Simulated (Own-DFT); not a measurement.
# Energy and forces against displacement in beta-Si3N4, 42 atoms (N24Si18)

These are calculations, not measurements. The program, named Own-DFT, is a retired in-house plane-wave density functional code that no person has reviewed. Each row is one single-point run on a periodic cell that was not relaxed, without spin or spin-orbit coupling.

Settings of every run: PBE; PseudoDojo norm-conserving scalar-relativistic files; cutoff 42 hartree; 3 x 3 x 3 k mesh centred on Gamma; Fermi-Dirac smearing of 0.1 eV.

Known limits, some of them of some rows only: some atoms lie very close together; forces on such cells passed a denser k mesh, each cell not checked; stress not checked against mesh or cutoff.

Cell vectors in Å: (7.606, 0.000, 0.000); (-3.803, 6.587, 0.000); (0.000, 0.000, 8.727). In each run every atom was moved at random and independently from its ideal site; u is the rms move along one axis. E is the free energy for each atom above the fitted value at u = 0, and F the rms of the force components.

```
run   u (Å)  E (meV/atom)  F (eV/Å)  largest force (eV/Å)  P (GPa)
  1  0.0195          23.6     0.815                  2.63     5.51
  2  0.0213          23.8     0.830                  2.65     5.54
  3  0.0508         133.1     2.129                  7.63     8.45
  4  0.0555         151.6     2.303                  6.16     9.47
  5  0.0948             ?         ?                     ?        ?
  6  0.1055         686.1     7.621                 47.29    24.85
  7  0.1490         844.2     6.257                 27.38    25.25
```

## Worked fit

For small independent moves the energy grows as E = (3/2) K u², with K the mean stiffness felt by one atom. The runs with u up to 0.11 Å give K = 36.8 ± 2.6 eV/Å², with residuals divided by u² + 0.0006 Å², since the noise grows with the moves. The scatter is 15.8 meV/atom at u = 0.05 Å. The forces follow F = G u with G = 48.9 eV/Å²; no force at u = 0 is resolved. G exceeds K because the moves of its neighbours add to the force on an atom, and stiffness differs between atoms. At u = 0.149 Å the parabola gives 1225 meV/atom and the run 844. The pressure follows P = 4.35 + 1819 u² GPa: at fixed volume, shortened bonds push harder than stretched ones pull.

## Withheld run

Question: what energy and rms force should run 5 give?

The fit gives 496 ± 60 meV/atom and about 4.64 eV/Å. The calculation gave 408.5 meV/atom and 3.974 eV/Å.
